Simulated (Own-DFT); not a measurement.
Si₃N₄ (beta silicon nitride, atoms displaced) (calculated)

Computed with Own-DFT development build. A calculation, not a measurement: plane-wave PBE density functional theory by an unreviewed code, no spin, of a simulated periodic cell, stress positive in tension, free energy of the whole cell less one offset for each atom, some atoms lie very close together; forces on such cells passed a denser k mesh, this cell's mesh not checked; offsets are fitted by least squares, one for each functional and potential file, so energies compare only between cells with the same atoms and settings and are not formation energies; the far tail of each file's local potential was reset to the Coulomb form; each entry is a single point on an unrelaxed cell, so the pressure reflects the starting lattice, mostly measured values (interpolated for alloys), from which strain is counted, and rises with the displacements; printed positions are rounded, which can move forces by about a meV/angstrom; the program, named Own-DFT, is a retired in-house code; no spin-orbit coupling; before rounding, a Quantum ESPRESSO 7.3.1 run of the same cell and cutoff gave forces within 1 meV/angstrom rms on each cell, which checks the program and not the settings.

Settings shared by all entries: functional PBE; potential files PseudoDojo norm-conserving, scalar-relativistic, standard set; wave cutoff 42 hartree; occupations Fermi-Dirac; smearing width 0.1 eV; k mesh 3 x 3 x 3 centred on Gamma.

```yaml
- entry: 1
  formula: Si3N4
  kind: "beta silicon nitride, atoms displaced"
  structure:
    cell_angstrom: [[7.606, 0.0, 0.0], [-3.803, 6.587, 0.0], [0.0, 0.0, 8.727]]
    atoms_fractional:
      - [Si, 0.15795, 0.75968, 0.09188]
      - [Si, 0.23875, 0.4112, 0.07822]
      - [Si, 0.61892, 0.83395, 0.08894]
      - [Si, 0.7874, 0.22204, 0.25836]
      - [Si, 0.75177, 0.56405, 0.26322]
      - [Si, 0.38327, 0.16086, 0.2441]
      - ["N", 0.36474, 0.05843, 0.09379]
      - ["N", 0.9846, 0.32362, 0.08797]
      - ["N", 0.68967, 0.65449, 0.07041]
      - ["N", 0.68468, 0.97559, 0.25315]
      - ["N", 0.03613, 0.7055, 0.24887]
      - ["N", 0.27498, 0.3283, 0.26027]
      - ["N", 0.3168, 0.67551, 0.10715]
      - ["N", 0.66336, 0.33932, 0.25329]
      - [Si, 0.19789, 0.77509, 0.4337]
      - [Si, 0.23075, 0.41706, 0.42449]
      - [Si, 0.61041, 0.8385, 0.41309]
      - [Si, 0.79262, 0.21881, 0.59494]
      - [Si, 0.73854, 0.59208, 0.58325]
      - [Si, 0.39584, 0.17046, 0.59034]
      - ["N", 0.32943, 0.03953, 0.42319]
      - ["N", 0.97423, 0.31761, 0.39944]
      - ["N", 0.69143, 0.67556, 0.40167]
      - ["N", 0.68329, 0.97762, 0.58256]
      - ["N", 0.03362, 0.70295, 0.58762]
      - ["N", 0.30423, 0.32736, 0.58151]
      - ["N", 0.33804, 0.6646, 0.41518]
      - ["N", 0.65997, 0.34749, 0.58777]
      - [Si, 0.17534, 0.77155, 0.75684]
      - [Si, 0.23252, 0.41359, 0.7508]
      - [Si, 0.59917, 0.8031, 0.74714]
      - [Si, 0.82148, 0.23826, 0.89875]
      - [Si, 0.77094, 0.59575, 0.9359]
      - [Si, 0.42945, 0.19198, 0.91185]
      - ["N", 0.3448, 0.02775, 0.7331]
      - ["N", 0.97057, 0.30495, 0.73816]
      - ["N", 0.68453, 0.68297, 0.74987]
      - ["N", 0.68469, 0.97196, 0.93686]
      - ["N", 0.04535, 0.70577, 0.91166]
      - ["N", 0.31142, 0.346, 0.92457]
      - ["N", 0.32302, 0.66484, 0.74252]
      - ["N", 0.6589, 0.35482, 0.89774]
  results:
    "free_energy_of_cell_above_offsets [eV]": "9.856"
    "pressure [GPa]": 17.15
    "stress_xx [GPa]": -14.57
    "stress_yy [GPa]": -23.32
    "stress_zz [GPa]": -13.57
    "stress_yz [GPa]": -1.72
    "stress_xz [GPa]": 5.89
    "stress_xy [GPa]": 12.18
    force_element: [Si, Si, Si, Si, Si, Si, "N", "N", "N", "N", "N", "N", "N", "N", Si, Si, Si, Si, Si, Si, "N", "N", "N", "N", "N", "N", "N", "N", Si, Si, Si, Si, Si, Si, "N", "N", "N", "N", "N", "N", "N", "N"]
    "force_x [eV/angstrom]": [2.33, -3.489, -4.024, 8.747, 1.185, -2.92, 0.061, -4.696, -3.502, -0.316, -4.103, 4.196, 6.799, -3.154, -3.718, -0.942, -2.848, 3.144, 3.352, 0.512, 0.994, -3.031, 1.971, -0.465, -2.298, -2.778, 1.752, 0.137, 0.51, 0.689, -20.0, 2.221, 4.742, -5.344, 0.142, -0.82, 19.57, -0.628, -4.653, 1.382, 2.788, 6.51]
    "force_y [eV/angstrom]": [2.284, 1.965, -2.415, 3.494, 10.67, 6.16, -5.683, -2.525, 2.126, -1.565, -1.011, -1.47, -0.316, -7.664, -0.615, -3.13, -0.811, 6.057, 2.527, 2.797, -1.265, -1.559, -1.719, -4.664, -0.423, 2.107, 3.846, -2.977, 0.322, -1.562, 14.72, 0.399, 1.313, -4.462, -0.867, -0.623, -13.46, 2.02, -1.012, -1.68, 1.269, -0.602]
    "force_z [eV/angstrom]": [-2.309, 5.262, 1.523, -1.655, -2.34, 8.627, -9.631, -2.513, 9.005, -0.509, 4.43, -2.598, -1.925, -0.283, -2.307, -1.391, 0.974, -3.865, -0.481, -4.484, -1.462, 3.694, 3.201, 0.543, 0.416, 1.883, 1.118, 0.0, -4.169, -0.263, 1.269, 5.228, -8.734, 1.34, 7.126, 1.167, 0.416, -6.07, 3.828, -4.339, 0.575, -0.297]
- entry: 2
  formula: Si3N4
  kind: "beta silicon nitride, atoms displaced"
  structure:
    cell_angstrom: [[7.606, 0.0, 0.0], [-3.803, 6.587, 0.0], [0.0, 0.0, 8.727]]
    atoms_fractional:
      - [Si, 0.17536, 0.80375, 0.06941]
      - [Si, 0.23461, 0.39297, 0.08163]
      - [Si, 0.58274, 0.81539, 0.07898]
      - [Si, 0.8382, 0.23672, 0.25454]
      - [Si, 0.73975, 0.5623, 0.26577]
      - [Si, 0.3621, 0.18186, 0.22691]
      - ["N", 0.34181, 0.04386, 0.09119]
      - ["N", 0.97546, 0.29872, 0.09826]
      - ["N", 0.69563, 0.64696, 0.08195]
      - ["N", 0.66396, 0.95603, 0.25689]
      - ["N", 0.01792, 0.66545, 0.22292]
      - ["N", 0.28738, 0.29891, 0.24135]
      - ["N", 0.34362, 0.69423, 0.08357]
      - ["N", 0.65936, 0.32438, 0.23381]
      - [Si, 0.16148, 0.76356, 0.42249]
      - [Si, 0.23391, 0.40027, 0.42035]
      - [Si, 0.58258, 0.83647, 0.43229]
      - [Si, 0.81107, 0.23313, 0.6058]
      - [Si, 0.75157, 0.5652, 0.57909]
      - [Si, 0.36752, 0.14189, 0.59343]
      - ["N", 0.33811, 0.03677, 0.41736]
      - ["N", 0.98898, 0.28424, 0.4258]
      - ["N", 0.68979, 0.64693, 0.4164]
      - ["N", 0.67452, 0.98764, 0.58987]
      - ["N", 0.04959, 0.70867, 0.59606]
      - ["N", 0.29095, 0.32361, 0.58175]
      - ["N", 0.33524, 0.64794, 0.41197]
      - ["N", 0.68013, 0.34272, 0.5649]
      - [Si, 0.15469, 0.76039, 0.75767]
      - [Si, 0.24007, 0.38795, 0.76601]
      - [Si, 0.5789, 0.81281, 0.77824]
      - [Si, 0.80705, 0.21011, 0.91338]
      - [Si, 0.7765, 0.61409, 0.92739]
      - [Si, 0.41151, 0.1702, 0.92112]
      - ["N", 0.35094, 0.02247, 0.72147]
      - ["N", 0.94671, 0.29384, 0.7536]
      - ["N", 0.70443, 0.67225, 0.7232]
      - ["N", 0.65181, 0.96452, 0.92874]
      - ["N", 0.02818, 0.69236, 0.9311]
      - ["N", 0.28111, 0.33461, 0.91941]
      - ["N", 0.32479, 0.6409, 0.7602]
      - ["N", 0.64271, 0.30586, 0.92592]
  results:
    "free_energy_of_cell_above_offsets [eV]": "19.750"
    "pressure [GPa]": 23.64
    "stress_xx [GPa]": -18.5
    "stress_yy [GPa]": -25.59
    "stress_zz [GPa]": -26.82
    "stress_yz [GPa]": -0.3
    "stress_xz [GPa]": -0.95
    "stress_xy [GPa]": 6.09
    force_element: [Si, Si, Si, Si, Si, Si, "N", "N", "N", "N", "N", "N", "N", "N", Si, Si, Si, Si, Si, Si, "N", "N", "N", "N", "N", "N", "N", "N", Si, Si, Si, Si, Si, Si, "N", "N", "N", "N", "N", "N", "N", "N"]
    "force_x [eV/angstrom]": [4.0, -6.078, 3.59, -2.427, 3.8, 32.04, -0.374, 0.77, -5.267, 0.728, -0.898, -27.84, -3.341, -0.515, 2.53, 0.089, 1.952, 1.758, 0.128, -1.941, -1.623, -5.223, -2.699, -0.645, -4.528, 2.358, -2.078, -1.25, 5.424, -7.05, 0.563, 0.813, 1.066, -4.044, 1.588, 4.851, -1.346, 1.09, -1.971, 8.608, -1.632, 5.019]
    "force_y [eV/angstrom]": [-5.006, 4.879, 0.878, -2.255, 2.069, -18.04, -2.999, -0.711, 2.67, 1.759, 2.26, 22.28, -5.153, -2.966, 0.226, 0.183, -0.96, -0.003, 7.835, 11.7, -2.249, -1.27, 2.662, -5.05, -2.788, -1.804, 2.946, -7.771, -0.221, 3.327, -1.042, 4.242, -4.249, -1.594, -9.266, 1.834, 1.327, -0.201, 0.032, -6.402, 2.646, 6.239]
    "force_z [eV/angstrom]": [7.573, 3.996, 6.385, 2.79, -4.773, 6.721, -6.63, -4.952, 3.573, -1.051, 4.494, 3.755, -0.649, 0.882, -3.761, -0.861, -2.183, -6.756, -1.211, -16.03, -2.123, -0.459, 2.804, 1.927, -3.669, 4.26, 0.702, 0.86, 1.031, -11.78, -7.0, 3.441, -5.873, -2.512, 18.58, 4.492, 7.555, -1.253, -5.994, 4.731, 0.25, -1.28]
- entry: 3
  formula: Si3N4
  kind: "beta silicon nitride, atoms displaced"
  structure:
    cell_angstrom: [[7.606, 0.0, 0.0], [-3.803, 6.587, 0.0], [0.0, 0.0, 8.727]]
    atoms_fractional:
      - [Si, 0.17023, 0.76193, 0.06985]
      - [Si, 0.22086, 0.42154, 0.07723]
      - [Si, 0.60904, 0.83511, 0.07063]
      - [Si, 0.85339, 0.21878, 0.25082]
      - [Si, 0.76556, 0.60071, 0.25362]
      - [Si, 0.36789, 0.14544, 0.23962]
      - ["N", 0.32775, 0.02455, 0.08128]
      - ["N", 0.93691, 0.29467, 0.08486]
      - ["N", 0.70774, 0.64887, 0.09067]
      - ["N", 0.6828, 0.9809, 0.27206]
      - ["N", 0.03038, 0.71283, 0.2486]
      - ["N", 0.28947, 0.32499, 0.26811]
      - ["N", 0.33242, 0.65693, 0.07807]
      - ["N", 0.6693, 0.33861, 0.24646]
      - [Si, 0.19319, 0.76543, 0.41055]
      - [Si, 0.24008, 0.42247, 0.40621]
      - [Si, 0.5902, 0.80724, 0.40622]
      - [Si, 0.81753, 0.24521, 0.58712]
      - [Si, 0.79435, 0.60246, 0.58333]
      - [Si, 0.40337, 0.17532, 0.59429]
      - ["N", 0.33595, 0.03484, 0.41982]
      - ["N", 0.98158, 0.30782, 0.40479]
      - ["N", 0.70173, 0.6779, 0.39631]
      - ["N", 0.65686, 0.93338, 0.59241]
      - ["N", 0.04072, 0.71602, 0.59397]
      - ["N", 0.30688, 0.3382, 0.58907]
      - ["N", 0.33907, 0.67661, 0.40975]
      - ["N", 0.65679, 0.35684, 0.56713]
      - [Si, 0.15596, 0.75131, 0.74429]
      - [Si, 0.22647, 0.41886, 0.73988]
      - [Si, 0.59953, 0.83053, 0.73542]
      - [Si, 0.83177, 0.2327, 0.92336]
      - [Si, 0.74427, 0.58479, 0.91211]
      - [Si, 0.42667, 0.19759, 0.90685]
      - ["N", 0.33698, 0.06079, 0.74791]
      - ["N", 0.95834, 0.29754, 0.76551]
      - ["N", 0.66606, 0.64735, 0.75563]
      - ["N", 0.63356, 0.94992, 0.92809]
      - ["N", 0.99576, 0.67073, 0.90124]
      - ["N", 0.28382, 0.3163, 0.93054]
      - ["N", 0.32845, 0.66189, 0.75528]
      - ["N", 0.68799, 0.34154, 0.91838]
  results:
    "free_energy_of_cell_above_offsets [eV]": "11.567"
    "pressure [GPa]": 18.58
    "stress_xx [GPa]": -10.65
    "stress_yy [GPa]": -17.12
    "stress_zz [GPa]": -27.98
    "stress_yz [GPa]": 4.73
    "stress_xz [GPa]": 0.57
    "stress_xy [GPa]": 2.09
    force_element: [Si, Si, Si, Si, Si, Si, "N", "N", "N", "N", "N", "N", "N", "N", Si, Si, Si, Si, Si, Si, "N", "N", "N", "N", "N", "N", "N", "N", Si, Si, Si, Si, Si, Si, "N", "N", "N", "N", "N", "N", "N", "N"]
    "force_x [eV/angstrom]": [-1.666, 1.995, 1.501, -8.101, 5.704, 3.258, -0.054, 7.45, -5.822, -0.305, 2.365, 1.153, -1.105, -0.091, -7.011, -0.047, -0.516, 0.62, -6.277, -1.089, -0.228, -0.169, 1.093, 0.3, -1.142, -2.258, 2.842, 4.082, 4.124, 2.079, -1.935, -4.168, 1.451, -0.82, 0.583, 1.923, 1.472, 0.593, 4.373, -0.368, -1.899, -3.887]
    "force_y [eV/angstrom]": [-0.002, -7.273, -7.01, 0.907, -5.972, 5.857, -1.61, 3.369, 4.448, -2.896, 0.283, -1.488, 6.126, -1.902, 4.065, -1.49, 3.677, -1.423, 1.26, 3.187, -1.9, 1.174, -0.303, 10.97, -0.983, 0.985, -2.711, -3.783, 3.21, -4.31, -8.268, -3.25, -0.293, -1.188, -6.711, 0.626, 0.96, 7.603, 3.486, 1.142, 3.649, -2.219]
    "force_z [eV/angstrom]": [0.967, 1.832, 10.85, 1.694, -1.779, 4.394, -4.297, -0.677, -4.993, -4.707, 0.251, -7.231, 0.404, 0.461, -0.609, 5.73, 2.771, -1.488, -0.542, -7.587, 0.843, 6.389, 7.364, -13.76, -7.837, -1.849, 0.154, 1.206, 7.392, 2.5, 14.86, -0.951, 2.05, 3.697, 3.989, -5.39, -2.601, -10.39, 1.079, -2.333, -0.683, -1.175]
- entry: 4
  formula: Si3N4
  kind: "beta silicon nitride, atoms displaced"
  structure:
    cell_angstrom: [[7.606, 0.0, 0.0], [-3.803, 6.587, 0.0], [0.0, 0.0, 8.727]]
    atoms_fractional:
      - [Si, 0.18484, 0.78886, 0.08423]
      - [Si, 0.26087, 0.42525, 0.08157]
      - [Si, 0.60268, 0.81907, 0.10064]
      - [Si, 0.82822, 0.24348, 0.25398]
      - [Si, 0.78738, 0.61756, 0.24424]
      - [Si, 0.39664, 0.16341, 0.24204]
      - ["N", 0.33716, 0.04198, 0.07951]
      - ["N", 0.96224, 0.30316, 0.07706]
      - ["N", 0.70557, 0.66534, 0.09241]
      - ["N", 0.68148, 0.97, 0.24535]
      - ["N", 0.03836, 0.70802, 0.25949]
      - ["N", 0.27913, 0.31354, 0.25741]
      - ["N", 0.32162, 0.66593, 0.08314]
      - ["N", 0.68329, 0.34056, 0.22744]
      - [Si, 0.17092, 0.77867, 0.42459]
      - [Si, 0.23985, 0.39929, 0.42432]
      - [Si, 0.57541, 0.82774, 0.4272]
      - [Si, 0.81462, 0.23284, 0.58759]
      - [Si, 0.77585, 0.61289, 0.59023]
      - [Si, 0.41667, 0.16287, 0.59536]
      - ["N", 0.32498, 0.01753, 0.41295]
      - ["N", 0.97293, 0.30862, 0.42393]
      - ["N", 0.69705, 0.64653, 0.41298]
      - ["N", 0.6657, 0.98042, 0.58832]
      - ["N", 0.04219, 0.69871, 0.56622]
      - ["N", 0.29451, 0.31896, 0.58659]
      - ["N", 0.34025, 0.67087, 0.42773]
      - ["N", 0.67922, 0.3409, 0.57758]
      - [Si, 0.1845, 0.77964, 0.75017]
      - [Si, 0.23589, 0.39003, 0.75584]
      - [Si, 0.57977, 0.80153, 0.77736]
      - [Si, 0.80066, 0.22711, 0.91956]
      - [Si, 0.78837, 0.63777, 0.90606]
      - [Si, 0.38129, 0.1768, 0.91019]
      - ["N", 0.32704, 0.02537, 0.74433]
      - ["N", 0.97854, 0.30639, 0.75599]
      - ["N", 0.7248, 0.69188, 0.74977]
      - ["N", 0.6685, 0.9741, 0.91844]
      - ["N", 0.01803, 0.68911, 0.91955]
      - ["N", 0.28895, 0.29825, 0.9184]
      - ["N", 0.33846, 0.69062, 0.74006]
      - ["N", 0.64179, 0.32371, 0.9463]
  results:
    "free_energy_of_cell_above_offsets [eV]": "7.387"
    "pressure [GPa]": 14.06
    "stress_xx [GPa]": -17.05
    "stress_yy [GPa]": -11.98
    "stress_zz [GPa]": -13.15
    "stress_yz [GPa]": 0.12
    "stress_xz [GPa]": -0.97
    "stress_xy [GPa]": 4.83
    force_element: [Si, Si, Si, Si, Si, Si, "N", "N", "N", "N", "N", "N", "N", "N", Si, Si, Si, Si, Si, Si, "N", "N", "N", "N", "N", "N", "N", "N", Si, Si, Si, Si, Si, Si, "N", "N", "N", "N", "N", "N", "N", "N"]
    "force_x [eV/angstrom]": [-1.445, -4.725, -2.386, 3.283, 2.732, 1.977, -0.946, 2.623, -3.178, -0.78, 0.646, 1.989, 3.507, -4.976, 5.033, -3.622, 5.244, 5.794, 3.158, -0.153, 1.027, 0.414, -3.169, 0.039, -5.535, 2.53, -3.333, -4.642, -3.126, -4.259, -0.629, 2.403, 0.47, 16.39, -0.921, -1.863, -3.311, 0.467, 4.849, -13.9, 2.729, -0.4]
    "force_y [eV/angstrom]": [-2.948, -4.807, 1.297, -0.77, -5.144, 3.945, -2.959, 0.751, 2.067, 1.051, 1.109, 0.276, 2.068, 0.348, -1.777, 1.718, 2.59, 0.692, -2.96, 3.451, 5.625, -0.38, 2.794, -2.763, -2.147, -0.73, -3.567, 1.293, -3.706, 1.072, 5.78, 3.222, -6.71, -7.835, 0.832, -0.817, 0.956, -4.082, 3.552, 11.16, -5.74, 2.193]
    "force_z [eV/angstrom]": [1.041, 1.743, -3.251, -1.089, 4.455, 3.433, -1.891, 0.876, -5.754, 4.299, -3.18, -2.639, -0.242, 2.207, -6.494, -0.516, -1.223, 0.084, -5.768, -6.29, 0.795, -0.308, 1.968, 0.884, 10.72, 1.734, -0.733, 1.659, -0.886, -1.635, -3.86, 0.65, 7.024, 0.647, 3.948, -0.11, -1.516, 2.0, -0.761, 0.651, 1.451, -4.12]
- entry: 5
  formula: Si3N4
  kind: "beta silicon nitride, atoms displaced"
  structure:
    cell_angstrom: [[7.606, 0.0, 0.0], [-3.803, 6.587, 0.0], [0.0, 0.0, 8.727]]
    atoms_fractional:
      - [Si, 0.17177, 0.79432, 0.08876]
      - [Si, 0.21364, 0.42491, 0.0819]
      - [Si, 0.59772, 0.82617, 0.07112]
      - [Si, 0.83981, 0.22909, 0.24714]
      - [Si, 0.77923, 0.60739, 0.24923]
      - [Si, 0.40746, 0.14069, 0.26253]
      - ["N", 0.33343, 0.03984, 0.08446]
      - ["N", 0.94061, 0.30547, 0.06189]
      - ["N", 0.70501, 0.67023, 0.0872]
      - ["N", 0.67068, 0.9898, 0.25215]
      - ["N", 0.02013, 0.70029, 0.24691]
      - ["N", 0.31476, 0.35655, 0.24323]
      - ["N", 0.32573, 0.65754, 0.09096]
      - ["N", 0.70475, 0.34934, 0.22528]
      - [Si, 0.17666, 0.78193, 0.4154]
      - [Si, 0.22604, 0.42566, 0.41053]
      - [Si, 0.57258, 0.79991, 0.42021]
      - [Si, 0.83462, 0.20314, 0.59832]
      - [Si, 0.77559, 0.59651, 0.5827]
      - [Si, 0.43214, 0.15921, 0.57837]
      - ["N", 0.3229, 0.04149, 0.40786]
      - ["N", 0.95316, 0.31084, 0.42442]
      - ["N", 0.68278, 0.65865, 0.40832]
      - ["N", 0.67659, 0.98529, 0.59012]
      - ["N", 0.04904, 0.70281, 0.56986]
      - ["N", 0.28891, 0.31169, 0.58728]
      - ["N", 0.33972, 0.66082, 0.4245]
      - ["N", 0.66221, 0.33234, 0.58766]
      - [Si, 0.18927, 0.76598, 0.74751]
      - [Si, 0.23666, 0.4034, 0.77361]
      - [Si, 0.60558, 0.83439, 0.76172]
      - [Si, 0.78148, 0.18688, 0.9056]
      - [Si, 0.74985, 0.58292, 0.92239]
      - [Si, 0.41365, 0.17507, 0.89442]
      - ["N", 0.30039, 0.02333, 0.73438]
      - ["N", 0.96191, 0.31013, 0.75166]
      - ["N", 0.70022, 0.65877, 0.75046]
      - ["N", 0.66647, 0.94816, 0.90419]
      - ["N", 0.04568, 0.69935, 0.90404]
      - ["N", 0.30717, 0.35031, 0.91741]
      - ["N", 0.35633, 0.67445, 0.74382]
      - ["N", 0.68681, 0.35748, 0.92315]
  results:
    "free_energy_of_cell_above_offsets [eV]": "13.284"
    "pressure [GPa]": 16.81
    "stress_xx [GPa]": -3.48
    "stress_yy [GPa]": -28.08
    "stress_zz [GPa]": -18.87
    "stress_yz [GPa]": 0.88
    "stress_xz [GPa]": -0.67
    "stress_xy [GPa]": -4.87
    force_element: [Si, Si, Si, Si, Si, Si, "N", "N", "N", "N", "N", "N", "N", "N", Si, Si, Si, Si, Si, Si, "N", "N", "N", "N", "N", "N", "N", "N", Si, Si, Si, Si, Si, Si, "N", "N", "N", "N", "N", "N", "N", "N"]
    "force_x [eV/angstrom]": [1.236, 2.274, -1.249, -1.156, -2.578, 2.232, 0.435, 4.377, -1.941, -0.508, 4.992, -0.997, -1.051, -5.207, 1.371, 2.578, 4.44, -0.065, 0.197, -6.587, -0.565, 3.122, 2.358, -2.27, -3.255, -0.783, -7.081, 4.352, -0.835, -3.867, 1.262, 2.466, 2.611, -2.268, 2.395, 1.873, -1.259, -0.372, -2.437, 4.968, -2.042, -1.168]
    "force_y [eV/angstrom]": [-4.544, -8.526, -2.524, 3.457, -5.171, 13.22, 0.7, -0.761, 2.342, -6.825, 3.706, -1.673, 9.941, -1.075, -1.819, -9.493, 6.62, 11.71, -1.3, 2.643, -7.267, 0.318, 0.309, -12.17, -1.367, 1.089, 5.0, 1.443, -1.556, 1.458, -9.147, 11.5, 6.112, 2.669, 0.635, -0.54, 2.34, 4.098, 0.189, -3.491, -0.901, -11.35]
    "force_z [eV/angstrom]": [-3.726, 0.39, 6.197, -0.017, 0.256, -12.69, -2.073, 1.493, -1.731, -0.788, 1.299, 0.609, -0.336, 2.532, -2.795, 1.578, -0.965, -4.409, -0.754, -0.044, 10.0, -0.708, 2.405, -0.409, 3.883, -0.103, -0.088, 0.191, -0.895, -12.04, -13.69, 1.256, -1.612, 3.453, 1.986, 3.165, -0.012, 9.832, 3.527, 7.125, 0.592, -1.885]
- entry: 6
  formula: Si3N4
  kind: "beta silicon nitride, atoms displaced"
  structure:
    cell_angstrom: [[7.606, 0.0, 0.0], [-3.803, 6.587, 0.0], [0.0, 0.0, 8.727]]
    atoms_fractional:
      - [Si, 0.2032, 0.78905, 0.08101]
      - [Si, 0.2086, 0.39701, 0.08834]
      - [Si, 0.60104, 0.8193, 0.07062]
      - [Si, 0.80621, 0.21532, 0.26354]
      - [Si, 0.80527, 0.60575, 0.26334]
      - [Si, 0.39534, 0.17091, 0.24547]
      - ["N", 0.31205, 0.99484, 0.07809]
      - ["N", 0.95045, 0.27937, 0.10118]
      - ["N", 0.71496, 0.6811, 0.06132]
      - ["N", 0.67835, 0.96785, 0.2388]
      - ["N", 0.01699, 0.70424, 0.25521]
      - ["N", 0.29417, 0.32517, 0.2395]
      - ["N", 0.33374, 0.6537, 0.07021]
      - ["N", 0.67863, 0.31881, 0.26395]
      - [Si, 0.22082, 0.79133, 0.41942]
      - [Si, 0.22302, 0.39179, 0.4261]
      - [Si, 0.58645, 0.82531, 0.42286]
      - [Si, 0.81677, 0.20988, 0.58583]
      - [Si, 0.78862, 0.62426, 0.59669]
      - [Si, 0.41275, 0.16358, 0.59062]
      - ["N", 0.33515, 0.02139, 0.41413]
      - ["N", 0.9769, 0.3094, 0.40065]
      - ["N", 0.68421, 0.66218, 0.43982]
      - ["N", 0.66248, 0.94553, 0.58774]
      - ["N", 0.04222, 0.68418, 0.58117]
      - ["N", 0.30681, 0.33876, 0.58176]
      - ["N", 0.30726, 0.66013, 0.42146]
      - ["N", 0.6626, 0.33317, 0.54083]
      - [Si, 0.1618, 0.78555, 0.7549]
      - [Si, 0.24837, 0.41504, 0.72349]
      - [Si, 0.59488, 0.81366, 0.74145]
      - [Si, 0.83015, 0.25165, 0.89067]
      - [Si, 0.76142, 0.59103, 0.91411]
      - [Si, 0.42039, 0.19066, 0.90924]
      - ["N", 0.34001, 0.01058, 0.7373]
      - ["N", 0.98142, 0.31111, 0.74287]
      - ["N", 0.7377, 0.69047, 0.73854]
      - ["N", 0.6682, 0.96615, 0.90142]
      - ["N", 0.009, 0.68968, 0.92163]
      - ["N", 0.31316, 0.30405, 0.89651]
      - ["N", 0.3455, 0.68429, 0.73582]
      - ["N", 0.67044, 0.33949, 0.9074]
  results:
    "free_energy_of_cell_above_offsets [eV]": "16.581"
    "pressure [GPa]": 22.24
    "stress_xx [GPa]": -26.4
    "stress_yy [GPa]": -27.1
    "stress_zz [GPa]": -13.21
    "stress_yz [GPa]": -2.42
    "stress_xz [GPa]": 3.28
    "stress_xy [GPa]": 3.42
    force_element: [Si, Si, Si, Si, Si, Si, "N", "N", "N", "N", "N", "N", "N", "N", Si, Si, Si, Si, Si, Si, "N", "N", "N", "N", "N", "N", "N", "N", Si, Si, Si, Si, Si, Si, "N", "N", "N", "N", "N", "N", "N", "N"]
    "force_x [eV/angstrom]": [-4.079, 0.114, -0.682, 5.644, -16.68, 2.879, 1.414, 1.211, -1.402, -1.057, 17.85, 0.979, -0.54, -10.15, -14.46, -0.566, 0.844, -0.951, 6.745, 0.175, -0.584, -0.12, 0.447, 0.238, -1.684, 4.785, 13.81, 1.48, 0.892, -3.746, 0.357, 1.74, 0.925, 7.644, 0.278, 0.835, -6.311, 0.039, 5.684, -12.75, -1.143, -0.107]
    "force_y [eV/angstrom]": [-25.17, -0.975, 1.232, -0.92, -9.014, 0.21, 26.63, 1.595, -0.392, -4.403, 9.372, -0.288, 1.223, 3.899, -3.545, 2.246, -2.569, 3.0, -6.043, 2.781, 8.1, -2.215, 0.755, 5.883, 1.704, -4.33, -6.536, -0.642, -7.09, 3.099, -0.149, -3.704, 0.57, -9.055, 6.018, -0.306, 2.16, 1.972, 2.464, 7.762, -4.546, -0.783]
    "force_z [eV/angstrom]": [0.41, -1.973, 0.03, -3.146, 0.449, -0.057, -0.103, -5.279, 5.763, 2.517, -1.034, 2.818, 0.492, -2.057, 0.262, -4.977, -3.945, -2.836, -11.6, -3.933, -0.027, 5.192, -4.166, -2.536, 0.501, -4.362, -0.954, 4.814, -0.239, 9.365, 4.161, 6.254, -2.131, 0.784, 2.817, -2.029, 10.68, 0.525, -0.878, -0.243, 0.933, -0.262]
```
